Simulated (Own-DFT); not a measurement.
GaN (wurtzite, strained, atoms displaced) (calculated)

All values are calculated (Own-DFT development build). A calculation, not a measurement: plane-wave PBE density functional theory by an unreviewed code, no spin, of a simulated periodic cell, stress positive in tension, free energy of the whole cell less one offset for each atom, forces on such cells passed a denser k mesh, this cell's mesh not checked; offsets are fitted by least squares, one for each functional and potential file, so energies compare only between cells with the same atoms and settings and are not formation energies; the far tail of each file's local potential was reset to the Coulomb form; each entry is a single point on an unrelaxed cell, so the pressure reflects the starting lattice, mostly measured values (interpolated for alloys), from which strain is counted, and rises with the displacements; printed positions are rounded, which can move forces by about a meV/angstrom; the program, named Own-DFT, is a retired in-house code; no spin-orbit coupling.

Settings shared by all entries: functional PBE; potential files PseudoDojo norm-conserving, scalar-relativistic, standard set with the stringent files for Ga; wave cutoff 96 hartree; occupations Gaussian; smearing width 0.01 eV; k mesh 3 x 4 x 3 centred on Gamma.

```yaml
- entry: 1
  formula: GaN
  kind: "wurtzite, strained, atoms displaced"
  structure:
    cell_angstrom: [[12.756, -0.0957, 0.0], [-4.8456, 8.3211, 0.0], [0.0, 0.0, 10.37]]
    atoms_fractional:
      - [Ga, 0.08055, 0.21531, 0.99413]
      - [Ga, 0.16153, 0.1039, 0.26224]
      - ["N", 0.07746, 0.21151, 0.18657]
      - ["N", 0.16439, 0.11017, 0.44344]
      - [Ga, 0.08213, 0.22587, 0.50076]
      - [Ga, 0.1684, 0.11221, 0.75184]
      - ["N", 0.07525, 0.22406, 0.69588]
      - ["N", 0.1682, 0.11349, 0.92513]
      - [Ga, 0.08582, 0.55399, 0.00295]
      - [Ga, 0.1695, 0.43324, 0.25162]
      - ["N", 0.0791, 0.55334, 0.20057]
      - ["N", 0.16966, 0.44187, 0.43952]
      - [Ga, 0.07789, 0.55478, 0.49736]
      - [Ga, 0.17249, 0.44802, 0.74972]
      - ["N", 0.07792, 0.55849, 0.68802]
      - ["N", 0.1662, 0.44664, 0.94523]
      - [Ga, 0.0851, 0.89183, 0.99409]
      - [Ga, 0.16403, 0.76745, 0.24567]
      - ["N", 0.08406, 0.89939, 0.18213]
      - ["N", 0.1705, 0.7854, 0.43902]
      - [Ga, 0.08915, 0.88592, 0.50169]
      - [Ga, 0.17004, 0.77464, 0.75202]
      - ["N", 0.08328, 0.88554, 0.6838]
      - ["N", 0.16597, 0.77564, 0.93169]
      - [Ga, 0.33545, 0.22673, 0.98956]
      - [Ga, 0.40918, 0.09943, 0.24521]
      - ["N", 0.34233, 0.2319, 0.18379]
      - ["N", 0.41213, 0.10691, 0.4415]
      - [Ga, 0.33435, 0.22278, 0.50147]
      - [Ga, 0.41922, 0.11465, 0.74883]
      - ["N", 0.33243, 0.21597, 0.68698]
      - ["N", 0.41401, 0.10911, 0.94136]
      - [Ga, 0.3266, 0.55573, 4.0e-05]
      - [Ga, 0.41288, 0.45492, 0.26066]
      - ["N", 0.33766, 0.56002, 0.18801]
      - ["N", 0.41905, 0.45195, 0.43626]
      - [Ga, 0.33897, 0.56154, 0.50146]
      - [Ga, 0.41375, 0.44172, 0.75545]
      - ["N", 0.33747, 0.56339, 0.68873]
      - ["N", 0.42088, 0.44439, 0.94387]
      - [Ga, 0.33435, 0.8891, 0.99245]
      - [Ga, 0.41639, 0.77233, 0.24525]
      - ["N", 0.33763, 0.90164, 0.19535]
      - ["N", 0.41263, 0.78124, 0.43388]
      - [Ga, 0.32983, 0.88035, 0.49689]
      - [Ga, 0.41394, 0.78223, 0.75292]
      - ["N", 0.3364, 0.89704, 0.68932]
      - ["N", 0.42142, 0.77726, 0.93942]
      - [Ga, 0.58536, 0.23, 2.0e-05]
      - [Ga, 0.66462, 0.11175, 0.25544]
      - ["N", 0.57988, 0.23007, 0.18492]
      - ["N", 0.66266, 0.11022, 0.43831]
      - [Ga, 0.58909, 0.23303, 0.5007]
      - [Ga, 0.66304, 0.10366, 0.74435]
      - ["N", 0.5747, 0.22318, 0.69755]
      - ["N", 0.66504, 0.10653, 0.94091]
      - [Ga, 0.59188, 0.56032, 0.00224]
      - [Ga, 0.65956, 0.4491, 0.25009]
      - ["N", 0.58143, 0.56227, 0.1914]
      - ["N", 0.67105, 0.44636, 0.43771]
      - [Ga, 0.57938, 0.54425, 0.49411]
      - [Ga, 0.67519, 0.4535, 0.74656]
      - ["N", 0.58272, 0.56062, 0.69007]
      - ["N", 0.671, 0.44826, 0.93798]
      - [Ga, 0.58313, 0.88923, 0.00737]
      - [Ga, 0.6655, 0.77844, 0.25041]
      - ["N", 0.58086, 0.88701, 0.19253]
      - ["N", 0.66787, 0.77454, 0.44368]
      - [Ga, 0.58337, 0.88922, 0.48743]
      - [Ga, 0.66536, 0.7735, 0.75206]
      - ["N", 0.58219, 0.89402, 0.68873]
      - ["N", 0.66749, 0.78011, 0.94087]
      - [Ga, 0.83124, 0.21269, 0.99602]
      - [Ga, 0.90903, 0.10685, 0.25667]
      - ["N", 0.83165, 0.21867, 0.1932]
      - ["N", 0.92604, 0.11976, 0.44147]
      - [Ga, 0.82372, 0.2212, 0.49506]
      - [Ga, 0.91551, 0.11268, 0.74491]
      - ["N", 0.83469, 0.21902, 0.69184]
      - ["N", 0.92097, 0.11368, 0.93755]
      - [Ga, 0.83499, 0.54945, 0.0002]
      - [Ga, 0.91359, 0.44288, 0.25302]
      - ["N", 0.83635, 0.54639, 0.18908]
      - ["N", 0.91669, 0.44229, 0.44368]
      - [Ga, 0.83403, 0.55519, 0.49423]
      - [Ga, 0.91865, 0.44265, 0.74874]
      - ["N", 0.83145, 0.55284, 0.69405]
      - ["N", 0.91705, 0.43398, 0.9452]
      - [Ga, 0.82739, 0.88636, 0.00063]
      - [Ga, 0.91721, 0.77771, 0.25594]
      - ["N", 0.84546, 0.8886, 0.18891]
      - ["N", 0.91487, 0.77498, 0.43332]
      - [Ga, 0.83581, 0.88964, 0.49027]
      - [Ga, 0.91452, 0.77419, 0.7584]
      - ["N", 0.83882, 0.90696, 0.69319]
      - ["N", 0.92083, 0.78159, 0.94441]
  results:
    "free_energy_of_cell_above_offsets [eV]": "-4.482"
    "pressure [GPa]": 7.03
    "stress_xx [GPa]": -6.8
    "stress_yy [GPa]": -8.28
    "stress_zz [GPa]": -6.01
    "stress_yz [GPa]": -0.8
    "stress_xz [GPa]": -0.35
    "stress_xy [GPa]": -3.03
    force_element: [Ga, Ga, "N", "N", Ga, Ga, "N", "N", Ga, Ga, "N", "N", Ga, Ga, "N", "N", Ga, Ga, "N", "N", Ga, Ga, "N", "N", Ga, Ga, "N", "N", Ga, Ga, "N", "N", Ga, Ga, "N", "N", Ga, Ga, "N", "N", Ga, Ga, "N", "N", Ga, Ga, "N", "N", Ga, Ga, "N", "N", Ga, Ga, "N", "N", Ga, Ga, "N", "N", Ga, Ga, "N", "N", Ga, Ga, "N", "N", Ga, Ga, "N", "N", Ga, Ga, "N", "N", Ga, Ga, "N", "N", Ga, Ga, "N", "N", Ga, Ga, "N", "N", Ga, Ga, "N", "N", Ga, Ga, "N", "N"]
    "force_x [eV/angstrom]": [0.738, 0.767, 0.314, 0.094, 1.45, -0.966, 2.755, -0.009, -1.136, -1.19, 1.558, -0.378, 1.813, -1.446, 1.972, 0.073, 0.473, -0.52, 1.102, -0.392, -1.505, -0.993, -0.155, 0.136, -0.118, -0.386, -1.415, 0.827, -0.062, -1.554, -0.517, 0.526, 2.236, 1.523, -1.22, -0.368, -0.8, 0.56, 0.102, -0.79, 0.013, -1.538, 0.425, 1.492, 0.165, 0.919, 0.055, -1.139, 0.236, -0.775, 1.003, -0.384, -1.495, -0.226, 3.292, -0.554, -0.957, 1.353, 0.223, -0.784, 0.505, -2.449, 0.47, -0.257, 0.3, 1.104, 0.685, -0.614, -0.236, -0.292, 0.337, -0.663, 0.075, 1.275, -0.337, -2.734, 2.389, -0.364, -1.757, -1.188, 0.566, 0.527, -2.09, -1.126, 0.439, -0.781, 1.574, -0.273, 1.932, 1.262, -2.954, 0.682, 0.176, 0.051, 0.353, -1.011]
    "force_y [eV/angstrom]": [0.467, 1.338, 0.819, 0.224, 0.136, -0.646, 1.085, -0.049, 0.074, 0.105, -0.977, 1.007, 0.555, -0.302, -0.165, -0.723, 0.48, 2.478, -1.772, -2.009, 0.553, 0.695, 0.023, -0.133, -0.776, 4.935, -0.324, 0.785, -0.37, -0.921, 1.402, 0.403, 0.042, -1.951, -0.607, -0.931, -0.02, 0.283, -0.601, 1.275, 0.098, 1.343, -5.476, -0.796, 1.829, 0.465, -1.246, -0.162, -1.008, 0.73, -0.754, 0.223, -1.937, 1.595, 1.525, 0.307, -0.5, -0.45, -0.155, -0.009, 1.596, -1.45, -1.224, 0.193, 0.231, 0.532, 0.641, 0.093, -0.754, 1.752, -1.813, -0.389, 0.246, 0.36, -0.175, -1.347, -0.077, 0.735, 0.776, -1.179, 0.555, -0.955, 1.242, -0.185, 0.678, -0.605, 0.914, 1.008, 1.023, -0.783, 0.074, 0.18, 0.594, 1.228, -4.159, -1.065]
    "force_z [eV/angstrom]": [1.099, -2.076, 0.232, 0.602, 1.411, -2.723, -1.214, 2.679, 0.544, -0.279, -1.474, 0.13, 0.493, 0.059, -0.423, -1.157, 0.731, 0.475, 0.606, -0.947, 0.082, -1.407, 1.344, 1.792, 2.025, 1.548, 0.797, -0.386, -0.435, 1.039, 0.251, -0.871, 0.207, -2.882, -0.387, 1.659, 0.11, -0.303, 0.179, -0.827, 1.193, 0.631, -2.48, -0.052, 0.983, -0.475, -0.301, 0.288, -0.239, -1.83, 1.028, 0.174, 0.688, 1.271, -1.803, -0.381, 0.039, -0.691, -0.104, -0.174, 1.62, 0.975, -0.718, -0.194, -0.837, 0.183, 0.228, -1.044, 2.026, -0.64, -1.075, -0.051, 0.863, -0.966, -0.264, -0.453, 1.512, 1.717, -1.222, -0.191, 0.412, 0.003, 0.153, -0.736, 1.283, 0.996, -1.544, -0.942, 0.221, -2.206, 0.053, 1.702, 1.97, -1.075, -1.372, -0.46]
- entry: 2
  formula: GaN
  kind: "wurtzite, strained, atoms displaced"
  structure:
    cell_angstrom:
      - [12.756, 0.0, 0.0]
      - [-4.7835, 8.2853, -0.0621]
      - [0.0, -0.0778, 10.37]
    atoms_fractional:
      - [Ga, 0.08017, 0.21759, 0.99572]
      - [Ga, 0.16623, 0.10109, 0.25165]
      - ["N", 0.07807, 0.22547, 0.19129]
      - ["N", 0.17173, 0.12147, 0.44078]
      - [Ga, 0.08218, 0.22026, 0.50188]
      - [Ga, 0.16267, 0.1113, 0.75176]
      - ["N", 0.09236, 0.23318, 0.69256]
      - ["N", 0.16385, 0.10298, 0.93706]
      - [Ga, 0.0874, 0.5602, 0.99518]
      - [Ga, 0.164, 0.43904, 0.25387]
      - ["N", 0.08551, 0.5586, 0.18697]
      - ["N", 0.16615, 0.44165, 0.44269]
      - [Ga, 0.09206, 0.56026, 0.49422]
      - [Ga, 0.15938, 0.44164, 0.76021]
      - ["N", 0.08741, 0.56464, 0.68751]
      - ["N", 0.17244, 0.45086, 0.94119]
      - [Ga, 0.08207, 0.88959, 0.99378]
      - [Ga, 0.16541, 0.77706, 0.24417]
      - ["N", 0.08119, 0.8895, 0.18372]
      - ["N", 0.16007, 0.76989, 0.43709]
      - [Ga, 0.08419, 0.8911, 0.50014]
      - [Ga, 0.16591, 0.78486, 0.7519]
      - ["N", 0.07988, 0.89191, 0.69572]
      - ["N", 0.16171, 0.78053, 0.94342]
      - [Ga, 0.33473, 0.21979, 0.00214]
      - [Ga, 0.42199, 0.10842, 0.25338]
      - ["N", 0.33045, 0.22273, 0.18908]
      - ["N", 0.41445, 0.11061, 0.44226]
      - [Ga, 0.33024, 0.22974, 0.49689]
      - [Ga, 0.41468, 0.09925, 0.75198]
      - ["N", 0.32533, 0.21303, 0.68189]
      - ["N", 0.42112, 0.11583, 0.94153]
      - [Ga, 0.32819, 0.55076, 0.99387]
      - [Ga, 0.41974, 0.44402, 0.25161]
      - ["N", 0.32591, 0.55592, 0.18738]
      - ["N", 0.41137, 0.42882, 0.43091]
      - [Ga, 0.32456, 0.54792, 0.49001]
      - [Ga, 0.41436, 0.43899, 0.73239]
      - ["N", 0.32734, 0.54972, 0.69455]
      - ["N", 0.41664, 0.44921, 0.94525]
      - [Ga, 0.33766, 0.89385, 0.99669]
      - [Ga, 0.42187, 0.79331, 0.2538]
      - ["N", 0.34038, 0.8914, 0.19125]
      - ["N", 0.41569, 0.77593, 0.44625]
      - [Ga, 0.3353, 0.89295, 0.49958]
      - [Ga, 0.42273, 0.77748, 0.75628]
      - ["N", 0.32736, 0.88133, 0.68781]
      - ["N", 0.41582, 0.781, 0.93747]
      - [Ga, 0.58791, 0.23368, 0.0016]
      - [Ga, 0.66273, 0.11123, 0.25109]
      - ["N", 0.58244, 0.21931, 0.18465]
      - ["N", 0.66484, 0.1157, 0.43485]
      - [Ga, 0.57912, 0.21507, 0.49645]
      - [Ga, 0.67677, 0.11271, 0.74573]
      - ["N", 0.58551, 0.22239, 0.68893]
      - ["N", 0.66446, 0.11257, 0.93522]
      - [Ga, 0.58377, 0.55806, 0.99596]
      - [Ga, 0.6673, 0.44432, 0.24484]
      - ["N", 0.58682, 0.56019, 0.18553]
      - ["N", 0.66222, 0.45156, 0.43818]
      - [Ga, 0.58432, 0.56358, 0.50037]
      - [Ga, 0.6609, 0.44576, 0.74588]
      - ["N", 0.58316, 0.55361, 0.68259]
      - ["N", 0.67221, 0.44255, 0.93396]
      - [Ga, 0.57398, 0.879, 0.9917]
      - [Ga, 0.66587, 0.78285, 0.251]
      - ["N", 0.57831, 0.8847, 0.19046]
      - ["N", 0.66824, 0.77624, 0.43898]
      - [Ga, 0.57787, 0.88432, 0.49597]
      - [Ga, 0.66409, 0.77398, 0.75289]
      - ["N", 0.57533, 0.88383, 0.68671]
      - ["N", 0.66712, 0.77451, 0.93976]
      - [Ga, 0.83968, 0.24373, 0.99364]
      - [Ga, 0.9219, 0.10774, 0.24011]
      - ["N", 0.8249, 0.22058, 0.18846]
      - ["N", 0.91039, 0.10825, 0.43065]
      - [Ga, 0.82908, 0.21636, 0.49494]
      - [Ga, 0.91476, 0.11073, 0.74983]
      - ["N", 0.83719, 0.22774, 0.689]
      - ["N", 0.92295, 0.11851, 0.93346]
      - [Ga, 0.83003, 0.55581, 0.99928]
      - [Ga, 0.91032, 0.44021, 0.25532]
      - ["N", 0.83246, 0.54896, 0.1939]
      - ["N", 0.91796, 0.45064, 0.44199]
      - [Ga, 0.8378, 0.56216, 0.51004]
      - [Ga, 0.91367, 0.44607, 0.7494]
      - ["N", 0.8279, 0.55158, 0.69382]
      - ["N", 0.9132, 0.45193, 0.94436]
      - [Ga, 0.82566, 0.88209, 0.00513]
      - [Ga, 0.91236, 0.77452, 0.25106]
      - ["N", 0.84329, 0.89383, 0.18853]
      - ["N", 0.91387, 0.77114, 0.43713]
      - [Ga, 0.83104, 0.88013, 0.50137]
      - [Ga, 0.91865, 0.77568, 0.759]
      - ["N", 0.83016, 0.87779, 0.68757]
      - ["N", 0.91759, 0.77795, 0.93811]
  results:
    "free_energy_of_cell_above_offsets [eV]": "-5.033"
    "pressure [GPa]": 6.93
    "stress_xx [GPa]": -7.37
    "stress_yy [GPa]": -7.35
    "stress_zz [GPa]": -6.07
    "stress_yz [GPa]": -1.33
    "stress_xz [GPa]": -0.1
    "stress_xy [GPa]": -0.71
    force_element: [Ga, Ga, "N", "N", Ga, Ga, "N", "N", Ga, Ga, "N", "N", Ga, Ga, "N", "N", Ga, Ga, "N", "N", Ga, Ga, "N", "N", Ga, Ga, "N", "N", Ga, Ga, "N", "N", Ga, Ga, "N", "N", Ga, Ga, "N", "N", Ga, Ga, "N", "N", Ga, Ga, "N", "N", Ga, Ga, "N", "N", Ga, Ga, "N", "N", Ga, Ga, "N", "N", Ga, Ga, "N", "N", Ga, Ga, "N", "N", Ga, Ga, "N", "N", Ga, Ga, "N", "N", Ga, Ga, "N", "N", Ga, Ga, "N", "N", Ga, Ga, "N", "N", Ga, Ga, "N", "N", Ga, Ga, "N", "N"]
    "force_x [eV/angstrom]": [1.152, -0.747, 2.322, -1.21, -0.922, 0.681, -1.616, 0.093, -0.644, -0.242, -0.534, -0.916, -1.648, 0.539, -0.672, -2.094, -0.498, 0.189, 0.083, 0.69, -0.143, 0.238, 0.271, 1.935, -0.752, -1.559, 0.958, -0.228, 1.639, -0.136, 1.032, -0.259, 1.502, -1.018, 1.396, -0.215, 2.031, -0.619, 0.382, 0.718, -0.903, 0.033, -1.862, -0.598, -0.877, -2.204, 0.837, -0.561, 0.412, 0.759, -0.269, 0.323, -0.459, -2.21, -0.207, 0.806, 0.071, -0.481, -0.029, 1.434, -0.164, 1.069, -0.948, -1.888, 1.446, 0.695, 1.047, -1.151, 1.072, -0.01, 2.261, -0.903, -0.191, -2.573, 1.411, 1.175, 0.385, 0.917, 0.549, -1.785, 0.327, 1.408, -0.795, 0.399, -0.755, 0.791, 0.31, 1.7, 1.416, 1.273, -1.906, 0.326, 0.148, -0.855, -0.3, -1.098]
    "force_y [eV/angstrom]": [0.888, 1.482, -0.375, -2.136, -0.045, 0.431, -1.747, 1.582, -0.235, 1.098, -0.951, -0.922, -0.971, 1.548, -0.957, -1.675, -0.001, 0.207, -0.731, 2.132, -0.072, -0.599, -0.363, -0.008, 0.635, 0.812, -0.667, -0.106, -1.907, 1.349, 0.178, -0.336, 1.248, 0.525, 0.489, 3.51, 0.876, -0.154, 0.571, -0.993, -0.042, -3.057, 0.219, -0.382, -0.76, -1.179, 0.284, -1.098, -1.482, -0.183, 0.606, -1.353, 2.051, -0.318, -0.631, -0.364, -1.157, 0.142, -0.086, -0.979, -1.409, -1.058, 0.496, 0.841, 2.086, -0.279, 0.797, 0.755, 0.731, 0.363, 0.924, 0.415, -3.4, 0.983, -0.093, -0.443, 1.331, -0.266, -0.581, -1.019, 0.974, 0.176, 1.081, -0.898, -1.271, 0.806, 0.68, 1.088, 1.403, -0.512, -1.457, 1.244, 1.122, -0.201, 0.959, -0.21]
    "force_z [eV/angstrom]": [1.16, -0.245, -1.278, -0.681, 0.124, -0.081, -0.771, 0.261, 1.3, -0.772, 0.092, -0.968, 1.329, -1.495, 0.442, -0.167, 1.352, 0.33, 0.437, -0.484, 0.294, 0.021, -1.3, -0.832, -0.156, -0.222, 0.175, -0.711, 0.997, -0.589, 0.905, -0.519, 1.885, -1.773, 0.496, 1.055, 1.794, 1.813, -1.043, -1.568, 0.907, 0.239, -0.922, -1.224, 0.41, -1.468, 0.357, 0.166, -0.742, -1.014, 0.61, 0.546, 1.081, 0.692, -0.323, 0.16, 0.604, 1.332, 0.04, -0.107, -0.957, 0.213, 0.827, 0.032, 1.49, -0.234, -0.87, -0.39, 0.685, -0.858, -0.204, -0.481, 1.436, 1.309, -0.565, 0.964, 0.175, -0.665, -0.852, 0.683, 1.084, -0.236, -1.314, 0.299, -1.084, 0.073, -0.016, -1.754, -0.783, -0.076, -0.364, 0.337, -0.266, -1.337, 0.554, 1.192]
- entry: 3
  formula: GaN
  kind: "wurtzite, strained, atoms displaced"
  structure:
    cell_angstrom: [[12.756, -0.0957, 0.0], [-4.8456, 8.3211, 0.0], [0.0, 0.0, 10.37]]
    atoms_fractional:
      - [Ga, 0.08251, 0.21633, 0.00828]
      - [Ga, 0.16698, 0.10739, 0.24521]
      - ["N", 0.08573, 0.22137, 0.18473]
      - ["N", 0.16826, 0.11625, 0.43978]
      - [Ga, 0.08097, 0.22633, 0.49855]
      - [Ga, 0.15966, 0.10438, 0.75665]
      - ["N", 0.08667, 0.21641, 0.69191]
      - ["N", 0.16227, 0.10616, 0.93835]
      - [Ga, 0.08239, 0.54997, 0.99033]
      - [Ga, 0.17101, 0.44462, 0.2567]
      - ["N", 0.06955, 0.53659, 0.19311]
      - ["N", 0.16391, 0.45043, 0.44827]
      - [Ga, 0.09043, 0.5546, 0.49096]
      - [Ga, 0.17466, 0.45821, 0.75365]
      - ["N", 0.08424, 0.5506, 0.68829]
      - ["N", 0.16981, 0.44186, 0.93805]
      - [Ga, 0.08487, 0.89281, 0.00079]
      - [Ga, 0.16635, 0.77411, 0.25405]
      - ["N", 0.08541, 0.88572, 0.18193]
      - ["N", 0.16371, 0.76309, 0.44899]
      - [Ga, 0.0908, 0.89609, 0.50398]
      - [Ga, 0.15847, 0.76648, 0.7503]
      - ["N", 0.0848, 0.88052, 0.68756]
      - ["N", 0.17148, 0.77891, 0.93564]
      - [Ga, 0.33349, 0.22047, 0.99446]
      - [Ga, 0.41089, 0.10517, 0.24234]
      - ["N", 0.33798, 0.22605, 0.18615]
      - ["N", 0.41426, 0.10558, 0.4346]
      - [Ga, 0.33571, 0.2236, 0.50221]
      - [Ga, 0.42163, 0.12037, 0.75336]
      - ["N", 0.32858, 0.21418, 0.68084]
      - ["N", 0.41658, 0.11413, 0.93579]
      - [Ga, 0.33461, 0.56577, 0.00022]
      - [Ga, 0.41955, 0.44626, 0.24516]
      - ["N", 0.33263, 0.56178, 0.18413]
      - ["N", 0.41143, 0.44715, 0.43338]
      - [Ga, 0.34118, 0.55647, 0.49857]
      - [Ga, 0.41426, 0.43896, 0.75036]
      - ["N", 0.33238, 0.55469, 0.69034]
      - ["N", 0.41952, 0.44542, 0.93769]
      - [Ga, 0.327, 0.88477, 0.00478]
      - [Ga, 0.41157, 0.77174, 0.24531]
      - ["N", 0.34304, 0.89869, 0.18519]
      - ["N", 0.41608, 0.77609, 0.44388]
      - [Ga, 0.34083, 0.88969, 0.5092]
      - [Ga, 0.41316, 0.76951, 0.75216]
      - ["N", 0.32807, 0.88065, 0.69705]
      - ["N", 0.41664, 0.77735, 0.92734]
      - [Ga, 0.58176, 0.22201, 0.00733]
      - [Ga, 0.66678, 0.1129, 0.25273]
      - ["N", 0.58186, 0.22101, 0.18776]
      - ["N", 0.66258, 0.10061, 0.44035]
      - [Ga, 0.58537, 0.2185, 0.50928]
      - [Ga, 0.6726, 0.1157, 0.7484]
      - ["N", 0.58423, 0.22176, 0.69271]
      - ["N", 0.67044, 0.11241, 0.93962]
      - [Ga, 0.58691, 0.55886, 2.0e-05]
      - [Ga, 0.67699, 0.45082, 0.2522]
      - ["N", 0.58423, 0.55457, 0.19102]
      - ["N", 0.66942, 0.44367, 0.43321]
      - [Ga, 0.59123, 0.56043, 0.50867]
      - [Ga, 0.6675, 0.45743, 0.7564]
      - ["N", 0.586, 0.55712, 0.69989]
      - ["N", 0.66415, 0.44512, 0.93143]
      - [Ga, 0.58365, 0.89126, 0.00187]
      - [Ga, 0.66617, 0.77719, 0.24752]
      - ["N", 0.58555, 0.88334, 0.18374]
      - ["N", 0.67024, 0.77769, 0.43382]
      - [Ga, 0.58876, 0.89313, 0.50305]
      - [Ga, 0.67433, 0.78691, 0.74641]
      - ["N", 0.58459, 0.88139, 0.68295]
      - ["N", 0.66451, 0.78266, 0.93391]
      - [Ga, 0.84511, 0.22083, 0.00281]
      - [Ga, 0.9243, 0.11846, 0.24774]
      - ["N", 0.83814, 0.22682, 0.19157]
      - ["N", 0.9185, 0.11575, 0.43808]
      - [Ga, 0.83578, 0.22412, 0.51072]
      - [Ga, 0.91774, 0.11347, 0.75658]
      - ["N", 0.82842, 0.22181, 0.69383]
      - ["N", 0.91502, 0.11214, 0.9433]
      - [Ga, 0.83899, 0.55996, 0.00365]
      - [Ga, 0.91904, 0.44084, 0.24896]
      - ["N", 0.82448, 0.54785, 0.19178]
      - ["N", 0.91106, 0.44714, 0.43635]
      - [Ga, 0.8327, 0.55079, 0.48955]
      - [Ga, 0.91153, 0.44378, 0.74784]
      - ["N", 0.83204, 0.55304, 0.68331]
      - ["N", 0.91402, 0.44763, 0.93841]
      - [Ga, 0.83187, 0.88803, 0.99894]
      - [Ga, 0.91151, 0.77792, 0.24501]
      - ["N", 0.83291, 0.88356, 0.18891]
      - ["N", 0.91537, 0.77362, 0.43964]
      - [Ga, 0.83686, 0.89524, 0.49542]
      - [Ga, 0.92202, 0.78101, 0.74426]
      - ["N", 0.8298, 0.89122, 0.68518]
      - ["N", 0.91308, 0.7694, 0.9405]
  results:
    "free_energy_of_cell_above_offsets [eV]": "-4.493"
    "pressure [GPa]": 7.19
    "stress_xx [GPa]": -7.34
    "stress_yy [GPa]": -6.34
    "stress_zz [GPa]": -7.9
    "stress_yz [GPa]": 0.7
    "stress_xz [GPa]": 0.98
    "stress_xy [GPa]": -1.23
    force_element: [Ga, Ga, "N", "N", Ga, Ga, "N", "N", Ga, Ga, "N", "N", Ga, Ga, "N", "N", Ga, Ga, "N", "N", Ga, Ga, "N", "N", Ga, Ga, "N", "N", Ga, Ga, "N", "N", Ga, Ga, "N", "N", Ga, Ga, "N", "N", Ga, Ga, "N", "N", Ga, Ga, "N", "N", Ga, Ga, "N", "N", Ga, Ga, "N", "N", Ga, Ga, "N", "N", Ga, Ga, "N", "N", Ga, Ga, "N", "N", Ga, Ga, "N", "N", Ga, Ga, "N", "N", Ga, Ga, "N", "N", Ga, Ga, "N", "N", Ga, Ga, "N", "N", Ga, Ga, "N", "N", Ga, Ga, "N", "N"]
    "force_x [eV/angstrom]": [0.168, 0.448, 0.602, -0.285, 1.266, 1.158, -1.567, 0.191, -0.082, -0.937, 3.899, 3.527, -3.778, -0.577, -0.882, -0.678, 0.3, -0.048, -0.193, -0.147, -0.425, 1.203, -0.583, -1.709, -0.064, 0.81, -0.964, 0.105, 0.15, -0.464, 0.136, 0.104, 1.01, -0.236, 0.318, 2.189, -1.671, -0.243, 1.351, -0.95, 1.601, 1.108, -1.054, 0.503, -1.008, 0.363, 0.51, -0.296, 0.816, 0.097, 0.374, 0.386, -0.641, -2.275, 0.305, -0.137, -0.153, -3.937, 0.513, -1.209, -0.445, 1.804, -1.256, 0.776, -0.115, 0.048, -1.092, -0.417, -0.116, -1.611, -0.784, 0.843, -3.687, -1.208, -0.123, -0.431, -0.548, 0.302, 2.482, 2.159, -1.293, -3.114, 3.787, 2.395, -0.563, 0.518, -0.297, 0.991, -0.121, 1.584, -0.548, 0.293, 0.357, -1.3, 2.337, 0.074]
    "force_y [eV/angstrom]": [0.923, 0.274, 0.391, -0.332, -0.32, 0.007, 0.956, 0.628, 0.37, -0.068, 2.996, -2.027, -0.479, -2.105, -0.562, -0.336, -1.546, -0.45, -0.169, 3.683, -1.061, 0.595, 1.155, -0.816, 0.727, 2.119, -0.511, 0.483, -0.04, -1.658, 0.568, -0.681, -0.976, 0.053, -1.337, -0.721, 0.524, 0.191, -0.424, -0.05, 0.92, 1.739, -2.693, 0.156, -0.2, 1.401, 1.019, 0.632, 0.292, -0.479, 0.233, 2.104, 0.221, -1.898, 0.665, 0.39, -0.002, -2.378, 0.162, -0.715, -0.45, -1.448, 0.457, -0.009, 0.176, -0.37, 0.655, 0.062, -1.845, -1.156, 0.921, -0.267, 1.223, -1.065, -1.455, 0.115, 0.188, 0.079, 0.581, -0.93, -1.508, -0.455, 2.16, -1.462, 1.147, 0.613, 0.593, -0.77, -0.705, -0.677, 1.633, 1.317, -0.784, -1.043, 0.917, 2.012]
    "force_z [eV/angstrom]": [-2.248, 0.953, 1.735, -0.823, 1.149, -1.392, -0.331, 0.571, 1.164, -0.403, -1.649, -2.044, 2.46, -0.495, -0.195, 0.609, -0.827, 0.111, 1.407, -1.851, -1.032, -0.235, 0.484, 0.651, 0.507, 1.752, -0.438, 0.423, -1.572, -0.675, 2.121, 0.999, -0.808, 0.393, 0.485, 0.251, 1.075, 0.016, -0.851, 0.355, -1.81, 1.548, 0.284, -1.288, -0.067, -1.781, -0.555, 3.072, -1.69, -0.456, 0.965, -0.135, -1.508, 1.443, -0.092, 0.123, -0.066, 0.248, -0.701, 1.508, -0.997, -1.369, -1.896, 2.776, -1.153, 0.341, 1.065, 0.715, -0.768, 0.944, 1.245, 0.535, 0.488, 0.601, -0.451, -0.265, -1.801, -0.947, -0.482, -0.676, -0.035, 1.386, -1.573, 0.157, 1.659, 0.188, 0.096, -0.198, 0.042, 1.197, -0.615, -0.581, 0.104, 0.268, -0.019, -0.822]
```
